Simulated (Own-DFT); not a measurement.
# Computed records: GaP (zincblende, strained, atoms displaced), GaAs (zincblende with one plane slipped along a stacking-fault path, atoms displaced), GaP (zincblende, atoms displaced)

All values are calculated (Own-DFT development build). A calculation, not a measurement: plane-wave PBE density functional theory by an unreviewed code, no spin, of a simulated periodic cell, stress positive in tension, free energy of the whole cell less one offset for each atom, forces on such cells passed a denser k mesh, this cell's mesh not checked; offsets are fitted by least squares, one for each functional and potential file, so energies compare only between cells with the same atoms and settings and are not formation energies; the far tail of each file's local potential was reset to the Coulomb form; each entry is a single point on an unrelaxed cell, so the pressure reflects the starting lattice, mostly measured values (interpolated for alloys), from which strain is counted, and rises with the displacements; printed positions are rounded, which can move forces by about a meV/angstrom; the program, named Own-DFT, is a retired in-house code; no spin-orbit coupling.

Settings shared by all entries: functional PBE; potential files PseudoDojo norm-conserving, scalar-relativistic, standard set; wave cutoff 42 hartree; occupations Fermi-Dirac; smearing width 0.1 eV.

(1) GaP (zincblende, strained, atoms displaced)

```
cell vectors (Å)
  10.8620     0.0000     0.0000
   0.0000    10.8620     0.0000
   0.0000     0.0000    10.9439
atoms (fractions of the cell vectors)
Ga  0.00067  0.99581  0.00185
Ga  0.00425  0.23256  0.25152
Ga  0.26549  0.00327  0.24416
Ga  0.24905  0.24116  0.01140
P   0.12467  0.11842  0.12199
P   0.13227  0.35197  0.37512
P   0.37619  0.13744  0.37147
P   0.38022  0.36352  0.12952
Ga  0.99826  0.99843  0.49729
Ga  0.99988  0.24762  0.75249
Ga  0.24613  0.01085  0.75154
Ga  0.24507  0.23956  0.48640
P   0.14069  0.12651  0.61589
P   0.12280  0.37949  0.87498
P   0.37826  0.13137  0.87970
P   0.36340  0.37792  0.61922
Ga  0.00376  0.50345  0.00124
Ga  0.01148  0.75898  0.25487
Ga  0.24498  0.49367  0.24625
Ga  0.26128  0.74008  0.99158
P   0.11212  0.63339  0.14007
P   0.12215  0.87371  0.38180
P   0.36801  0.62590  0.39119
P   0.36468  0.87602  0.12034
Ga  0.99234  0.50238  0.50933
Ga  0.01185  0.74962  0.74641
Ga  0.25991  0.49919  0.74474
Ga  0.25125  0.74506  0.50019
P   0.11735  0.62928  0.62480
P   0.12404  0.87728  0.86883
P   0.37491  0.62608  0.86514
P   0.37999  0.87003  0.61565
Ga  0.50267  0.99853  0.01753
Ga  0.48780  0.25805  0.26555
Ga  0.75784  0.00065  0.24845
Ga  0.75377  0.24608  0.00347
P   0.62548  0.14092  0.12417
P   0.61781  0.36991  0.37677
P   0.87559  0.13230  0.37635
P   0.87628  0.37396  0.13554
Ga  0.49502  0.99815  0.49630
Ga  0.50278  0.25261  0.74607
Ga  0.74495  0.99957  0.74389
Ga  0.74465  0.25830  0.50287
P   0.63024  0.12439  0.61286
P   0.62822  0.37046  0.87089
P   0.87690  0.11992  0.87328
P   0.87674  0.38070  0.61364
Ga  0.49394  0.47807  0.98981
Ga  0.50997  0.73587  0.25386
Ga  0.74956  0.48652  0.25629
Ga  0.74768  0.75880  0.99336
P   0.63578  0.62062  0.11623
P   0.62359  0.87491  0.38384
P   0.87512  0.63010  0.35696
P   0.86920  0.87430  0.13023
Ga  0.50313  0.50337  0.49941
Ga  0.50200  0.74093  0.75372
Ga  0.74351  0.50615  0.74594
Ga  0.73453  0.75475  0.49070
P   0.62542  0.62831  0.61925
P   0.62321  0.87857  0.88261
P   0.86493  0.62689  0.88545
P   0.87245  0.88324  0.62626
```

* hardware: one NVIDIA H100
* k mesh: 3 x 3 x 3 centred on Gamma
* free energy of cell above offsets: -29.263 eV
* pressure: 4.43 GPa
* stress xx: -4.52 GPa
* stress yy: -4.75 GPa
* stress zz: -4.04 GPa
* stress yz: -0.29 GPa
* stress xz: 1.13 GPa
* stress xy: 0.15 GPa
* wall time: 573.8 s

Force:
```tsv
element	x (eV/Å)	y (eV/Å)	z (eV/Å)
Ga	-0.435	-0.416	-0.234
Ga	-0.115	1.242	-0.512
Ga	-1.707	0.101	0.975
Ga	-0.028	0.918	-1.237
P	0.036	-0.54	0.557
P	-2.097	3.092	-1.286
P	-0.082	-3.127	0.748
P	-1.313	1.47	-0.728
Ga	-0.095	0.741	0.549
Ga	0.315	0.261	-0.82
Ga	1.289	-0.864	0.077
Ga	1.424	0.641	1.859
P	-2.392	-0.496	0.952
P	0.854	-0.307	0.265
P	0.191	-0.75	-0.171
P	1.641	-1.153	-0.707
Ga	-0.894	0.037	0.572
Ga	-1.988	0.807	0.188
Ga	0.198	0.202	0.755
Ga	-1.996	0.938	0.883
P	2.468	-1.638	-2.512
P	1.594	0.939	-0.288
P	1.057	-1.338	-2.759
P	1.74	-1.446	0.389
Ga	1.157	1.005	-2.564
Ga	-2.357	0.667	0.879
Ga	-1.974	0.356	0.298
Ga	-1.225	1.143	0.865
P	1.548	-1.236	-0.426
P	0.723	-0.279	0.797
P	0.473	-1.597	0.934
P	-0.666	0.4	1.727
Ga	-0.135	0.736	-0.925
Ga	2.094	-0.128	-1.786
Ga	-1.193	0.875	0.689
Ga	0.862	0.853	-0.609
P	-0.701	-1.403	1.608
P	0.489	1.141	0.489
P	-0.639	-0.925	0.557
P	0.846	-0.824	-1.048
Ga	0.154	0.649	-0.072
Ga	-0.518	-0.255	-0.516
Ga	0.015	0.221	0.735
Ga	0.791	-0.338	-0.615
P	-1.191	-0.068	1.032
P	0.535	-0.103	-0.331
P	-0.381	0.152	0.074
P	-1.2	-1.225	2.431
Ga	0.449	1.564	0.591
Ga	-0.733	0.456	-0.252
Ga	-0.215	1.072	-0.529
Ga	0.269	-0.312	1.095
P	-1.231	-0.811	0.406
P	-0.973	1.472	-2.792
P	-0.402	-0.45	1.993
P	1.183	-0.284	-0.738
Ga	-0.716	-0.499	0.464
Ga	0.643	1.628	-0.818
Ga	0.827	-0.295	0.288
Ga	2.941	-1.094	1.212
P	-0.068	-0.198	0.515
P	-0.743	0.393	-1.19
P	1.391	-0.244	-1.55
P	0.208	-1.528	-0.436
```

(2) GaAs (zincblende with one plane slipped along a stacking-fault path, atoms displaced)

```
cell vectors (Å)
   5.6533    -5.6533     0.0000
   0.0000     5.6533    -5.6533
  12.2488    12.2488     9.4222
atoms (fractions of the cell vectors)
Ga  0.99146  0.98665  0.99820
As  0.97416  0.94759  0.12368
Ga  0.14178  0.26880  0.16437
As  0.11661  0.22990  0.28626
Ga  0.28265  0.05821  0.33570
As  0.25486  0.02725  0.45587
Ga  0.07248  0.16816  0.49787
As  0.07668  0.12693  0.62692
Ga  0.22230  0.43520  0.66707
As  0.21525  0.41404  0.79097
Ga  0.36489  0.21992  0.83212
As  0.35453  0.16728  0.95789
Ga  0.00781  0.48983  0.00142
As  0.99197  0.45548  0.13099
Ga  0.14131  0.76495  0.16483
As  0.13192  0.74029  0.28973
Ga  0.29261  0.56191  0.33397
As  0.24684  0.50980  0.45721
Ga  0.08903  0.66643  0.49650
As  0.06519  0.63881  0.62119
Ga  0.23205  0.94880  0.66769
As  0.20203  0.90023  0.79517
Ga  0.35806  0.71860  0.82980
As  0.35126  0.68853  0.95944
Ga  0.49242  0.99417  0.00268
As  0.46797  0.95616  0.12622
Ga  0.62436  0.26751  0.16922
As  0.61053  0.23562  0.29238
Ga  0.77197  0.07201  0.33511
As  0.74725  0.01507  0.45669
Ga  0.57584  0.15428  0.50078
As  0.57503  0.12183  0.62175
Ga  0.72365  0.45675  0.66714
As  0.70103  0.41274  0.78951
Ga  0.84717  0.20859  0.83365
As  0.84362  0.19102  0.95448
Ga  0.48922  0.49629  0.00259
As  0.49473  0.47186  0.12191
Ga  0.64217  0.77056  0.16491
As  0.60865  0.73222  0.29199
Ga  0.77986  0.55670  0.34301
As  0.74874  0.50025  0.45209
Ga  0.58301  0.67298  0.50185
As  0.56144  0.62281  0.62254
Ga  0.74030  0.94810  0.67590
As  0.71775  0.90771  0.79558
Ga  0.85303  0.71621  0.83020
As  0.86605  0.68204  0.95473
```

* k mesh: 4 x 4 x 2 centred on Gamma
* free energy of cell above offsets: -16.381 eV
* pressure: 4.36 GPa
* stress xx: -4.03 GPa
* stress yy: -4.56 GPa
* stress zz: -4.48 GPa
* stress yz: 0.06 GPa
* stress xz: -0.84 GPa
* stress xy: -1.26 GPa

Force:
```tsv
element	x (eV/Å)	y (eV/Å)	z (eV/Å)
Ga	0.393	-0.035	-0.86
As	0.371	-0.4	-0.27
Ga	0.32	-0.49	-0.182
As	0.757	0.964	0.372
Ga	-1.14	-0.241	-0.194
As	0.275	0.088	1.135
Ga	0.377	0.23	0.431
As	-0.966	-0.122	0.024
Ga	-0.086	0.696	-1.029
As	-1.002	-0.133	1.296
Ga	0.208	0.487	-0.032
As	-1.215	1.993	-1.196
Ga	0.704	0.608	-0.326
As	-1.98	-0.378	0.45
Ga	0.058	1.289	-0.249
As	-0.304	0.754	0.541
Ga	-1.536	0.147	0.741
As	0.884	-0.526	-0.157
Ga	-0.666	0.99	-0.462
As	0.34	-0.308	0.937
Ga	0.553	-0.356	0.119
As	-0.718	-0.394	-0.5
Ga	1.276	0.488	-0.193
As	-0.867	-0.585	0.2
Ga	1.322	-0.786	0.077
As	0.796	-1.047	-0.08
Ga	0.577	-0.401	-0.701
As	0.371	0.429	-0.905
Ga	-0.251	-1.668	0.189
As	0.408	-0.367	0.408
Ga	-0.335	0.38	-0.594
As	0.957	1.053	0.387
Ga	-0.355	-1.179	0.134
As	-0.131	-0.906	0.975
Ga	0.91	0.369	-1.884
As	0.156	-0.117	1.552
Ga	0.142	-1.857	-0.574
As	-0.472	0.065	1.578
Ga	0.284	1.446	-0.405
As	1.506	-0.903	-0.995
Ga	-2.456	-2.622	-2.992
As	2.794	2.914	2.149
Ga	-0.749	-1.052	0.048
As	0.749	1.06	-0.098
Ga	-1.321	-0.875	-0.683
As	-1.33	0.56	0.699
Ga	1.553	-0.04	0.262
As	-1.156	0.783	0.859
```

(3) GaP (zincblende, atoms displaced)

```
cell vectors (Å)
  10.9010     0.0000     0.0000
   0.0000    10.9010     0.0000
   0.0000     0.0000    10.9010
atoms (fractions of the cell vectors)
Ga  0.00066  0.01352  0.01104
Ga  0.00776  0.24607  0.25472
Ga  0.25429  0.99442  0.23458
Ga  0.25000  0.26261  0.00857
P   0.12752  0.12240  0.13158
P   0.12266  0.36991  0.37992
P   0.37253  0.12397  0.36605
P   0.37059  0.37428  0.12106
Ga  0.99658  0.99506  0.50434
Ga  0.00737  0.26129  0.75710
Ga  0.25022  0.00046  0.74526
Ga  0.25405  0.24265  0.50626
P   0.12007  0.11425  0.62705
P   0.12663  0.37729  0.89415
P   0.37097  0.13525  0.86078
P   0.37494  0.37068  0.63946
Ga  0.99318  0.48362  0.97776
Ga  0.00088  0.75317  0.24553
Ga  0.26159  0.51272  0.26198
Ga  0.24896  0.73579  0.00330
P   0.11678  0.62610  0.12503
P   0.13126  0.88514  0.37391
P   0.36593  0.61396  0.36853
P   0.38845  0.86572  0.12336
Ga  0.00145  0.51264  0.49689
Ga  0.99159  0.76128  0.74840
Ga  0.27044  0.49661  0.74232
Ga  0.24186  0.76085  0.50935
P   0.12014  0.62601  0.62997
P   0.12304  0.87541  0.88794
P   0.36714  0.60582  0.87863
P   0.39165  0.85946  0.62642
Ga  0.50572  0.00110  0.00773
Ga  0.48972  0.25338  0.25447
Ga  0.75543  0.99501  0.25624
Ga  0.76478  0.24938  0.99728
P   0.62864  0.11505  0.13732
P   0.61976  0.37806  0.36395
P   0.89309  0.13711  0.37236
P   0.87661  0.38698  0.11722
Ga  0.50340  0.00122  0.49887
Ga  0.49304  0.23929  0.75729
Ga  0.74979  0.00426  0.74562
Ga  0.75623  0.26117  0.51837
P   0.61574  0.13543  0.61145
P   0.62976  0.37356  0.85907
P   0.88467  0.12600  0.87464
P   0.86775  0.37903  0.62075
Ga  0.50291  0.49113  0.01631
Ga  0.50383  0.75134  0.25984
Ga  0.74519  0.50091  0.24649
Ga  0.73952  0.75317  0.99666
P   0.62381  0.62167  0.13071
P   0.62851  0.87136  0.37297
P   0.88499  0.62181  0.38147
P   0.86521  0.87787  0.11503
Ga  0.50070  0.51415  0.50684
Ga  0.49818  0.74325  0.74754
Ga  0.75617  0.51657  0.73933
Ga  0.73317  0.75048  0.50019
P   0.62484  0.62781  0.63157
P   0.62141  0.87471  0.86895
P   0.87672  0.60821  0.88699
P   0.87331  0.88991  0.61634
```

- k mesh: 3 x 3 x 3 centred on Gamma
- free energy of cell above offsets: -26.723 eV
- pressure: 4.71 GPa
- stress xx: -4.99 GPa
- stress yy: -4.67 GPa
- stress zz: -4.47 GPa
- stress yz: -0.25 GPa
- stress xz: -1.03 GPa
- stress xy: -0.68 GPa

Force:
```tsv
element	x (eV/Å)	y (eV/Å)	z (eV/Å)
Ga	-0.197	-1.261	-0.823
Ga	0.317	1.837	-1.599
Ga	0.599	-0.29	0.795
Ga	-0.366	-2.378	-0.707
P	0.575	1.022	-0.606
P	1.134	1.008	0.249
P	-0.242	-0.725	1.048
P	0.499	0.62	2.097
Ga	1.281	1.472	-1.951
Ga	-0.223	-0.535	-0.553
Ga	0.146	-1.174	0.66
Ga	-0.576	0.194	-0.195
P	0.309	1.369	0.06
P	1.984	-0.891	-3.519
P	-1.656	-2.336	3.439
P	1.418	-1.137	-2.872
Ga	0.242	1.254	3.285
Ga	-0.372	0.483	0.406
Ga	-4.723	-4.175	-4.122
Ga	0.022	0.74	-0.188
P	0.46	-1.284	0.033
P	-0.589	-0.627	-0.133
P	3.809	4.827	4.573
P	-1.126	-0.032	-0.378
Ga	0.949	-2.125	0.928
Ga	0.279	-0.545	0.863
Ga	-3.436	0.843	0.862
Ga	0.273	-0.941	-0.708
P	0.672	0.197	0.479
P	0.338	0.215	-0.753
P	1.916	1.788	0.89
P	-1.874	2.261	-1.037
Ga	-0.328	0.34	-0.97
Ga	0.827	-0.314	-0.905
Ga	0.719	0.664	0.103
Ga	-1.409	0.153	0.172
P	-0.103	1.702	-0.674
P	0.421	0.113	1.916
P	-2.785	-1.858	1.844
P	0.02	-1.548	1.443
Ga	-0.543	-0.462	-0.776
Ga	2.572	2.059	-1.485
Ga	-0.415	0.684	0.166
Ga	-1.656	-1.662	-3.465
P	0.774	-0.584	1.445
P	-0.022	0.089	1.369
P	-0.504	-0.051	-0.566
P	2.922	1.939	1.84
Ga	0.665	-0.007	-2.061
Ga	-0.589	-1.065	-0.502
Ga	1.251	-0.084	0.597
Ga	0.371	-0.939	0.051
P	-0.265	1.214	-0.46
P	-0.413	0.953	0.417
P	-2.508	1.73	-1.672
P	0.954	-0.172	0.872
Ga	-0.474	-1.721	-0.834
Ga	0.064	-0.855	2.319
Ga	0.148	-1.644	1.214
Ga	2.123	-0.283	0.153
P	-0.163	0.369	-0.739
P	0.005	0.253	-0.168
P	-1.799	3.675	-2.242
P	-1.701	-2.362	1.071
```

(4) GaP (zincblende, strained, atoms displaced)

```
cell vectors (Å)
  10.8620     0.0000     0.0000
   0.0000    10.8620     0.0000
   0.0000     0.0000    10.9361
atoms (fractions of the cell vectors)
Ga  0.99969  0.99137  0.01063
Ga  0.99737  0.25222  0.25842
Ga  0.25306  0.00238  0.24589
Ga  0.24722  0.25017  0.00317
P   0.12581  0.12662  0.11562
P   0.13242  0.37580  0.37299
P   0.37000  0.12739  0.37971
P   0.37040  0.36938  0.12440
Ga  0.00587  0.99177  0.49984
Ga  0.99904  0.25106  0.74101
Ga  0.25631  0.00101  0.75436
Ga  0.25203  0.25114  0.49595
P   0.12470  0.13188  0.62866
P   0.12474  0.37053  0.87592
P   0.36654  0.12569  0.87713
P   0.37185  0.37892  0.62300
Ga  0.99852  0.49633  0.00173
Ga  0.00349  0.74240  0.25390
Ga  0.24828  0.49791  0.25702
Ga  0.25053  0.75002  0.00006
P   0.12311  0.62583  0.12310
P   0.12814  0.88303  0.36530
P   0.37325  0.63241  0.37486
P   0.37945  0.87420  0.12658
Ga  0.99345  0.49096  0.50060
Ga  0.99040  0.75123  0.75628
Ga  0.25216  0.49602  0.75232
Ga  0.24935  0.74447  0.49230
P   0.11294  0.62203  0.62638
P   0.12305  0.87836  0.87411
P   0.37583  0.62081  0.86794
P   0.37407  0.87767  0.62142
Ga  0.50655  0.00397  0.00075
Ga  0.50000  0.24996  0.24960
Ga  0.75064  0.99858  0.24340
Ga  0.74832  0.24857  0.00703
P   0.62882  0.11869  0.12312
P   0.62303  0.37349  0.37275
P   0.88199  0.12789  0.37453
P   0.86825  0.36704  0.11988
Ga  0.50480  0.99282  0.49723
Ga  0.50141  0.25423  0.75257
Ga  0.74873  0.99352  0.75388
Ga  0.74926  0.24677  0.50700
P   0.62917  0.12257  0.62093
P   0.63056  0.38144  0.88161
P   0.86999  0.12701  0.87467
P   0.87377  0.37960  0.63102
Ga  0.50175  0.49948  0.99236
Ga  0.50952  0.75630  0.25302
Ga  0.75014  0.49614  0.25086
Ga  0.75004  0.73926  0.00150
P   0.62022  0.62741  0.13639
P   0.63325  0.87931  0.37650
P   0.87458  0.62901  0.37886
P   0.87806  0.87731  0.13147
Ga  0.49791  0.50356  0.49024
Ga  0.50332  0.75066  0.75194
Ga  0.74416  0.50374  0.75421
Ga  0.74150  0.74896  0.49531
P   0.62130  0.61757  0.62269
P   0.62282  0.87340  0.88016
P   0.87013  0.62380  0.87761
P   0.86656  0.87393  0.62158
```

* k mesh: 3 x 3 x 3 centred on Gamma
* free energy of cell above offsets: -33.462 eV
* pressure: 3.49 GPa
* stress xx: -3.68 GPa
* stress yy: -3.71 GPa
* stress zz: -3.09 GPa
* stress yz: -0.35 GPa
* stress xz: 0.85 GPa
* stress xy: -0.25 GPa

Force:
```tsv
element	x (eV/Å)	y (eV/Å)	z (eV/Å)
Ga	0.021	1.107	-1.304
Ga	0.788	0.113	-1.399
Ga	0.081	0.618	-0.431
Ga	0.008	0.127	-0.578
P	-0.588	-0.239	1.623
P	-1.431	-0.243	0.692
P	1.197	-0.804	-0.778
P	0.705	0.969	0.101
Ga	-0.323	0.838	0.37
Ga	-0.366	-0.021	1.36
Ga	-0.869	-0.106	-0.813
Ga	-0.375	0.104	1.052
P	0.594	-1.227	-0.845
P	-0.239	0.387	-0.209
P	1.682	0.441	0.317
P	0.696	-0.313	-0.254
Ga	-0.011	-0.137	-0.219
Ga	-0.149	0.851	-0.122
Ga	0.671	0.829	-1.294
Ga	0.189	0.006	-0.368
P	0.329	-0.598	0.228
P	-0.039	-1.28	0.668
P	0.767	-0.655	-0.959
P	0.075	0.171	-0.263
Ga	0.575	0.722	-0.308
Ga	0.399	0.184	-0.69
Ga	-1.037	0.245	-0.461
Ga	-1.17	0.984	1.252
P	0.879	0.207	0.026
P	0.092	-0.474	0.135
P	-0.067	0.717	0.778
P	0.056	-0.737	0.263
Ga	-1.261	-0.343	-0.371
Ga	-0.246	-0.507	-0.083
Ga	0.693	0.556	0.935
Ga	-0.278	-0.641	-1.281
P	-0.61	0.977	0.638
P	0.379	-0.158	0.454
P	-1.068	-0.86	0.716
P	1.209	1.181	1.377
Ga	-0.62	1.05	0.283
Ga	-0.102	-0.272	-0.266
Ga	-0.023	0.641	-0.122
Ga	0.603	0.602	-0.789
P	-0.923	-0.321	1.091
P	-0.27	-1.233	-0.434
P	0.624	-0.41	0.17
P	-0.844	-0.401	-0.283
Ga	-0.721	0.43	1.36
Ga	-0.998	0.281	0.315
Ga	0.22	0.312	-0.025
Ga	-0.359	1.117	0.88
P	0.525	-0.967	-1.284
P	-0.519	0.052	-0.675
P	-0.112	-0.987	-0.314
P	-0.431	-1.685	-0.262
Ga	-0.299	-0.51	0.534
Ga	-0.428	0.042	-0.603
Ga	0.503	-0.058	-0.445
Ga	0.593	-0.504	0.968
P	0.042	0.854	-0.04
P	0.453	-0.389	-0.15
P	0.521	-0.386	-0.02
P	0.603	-0.252	0.158
```
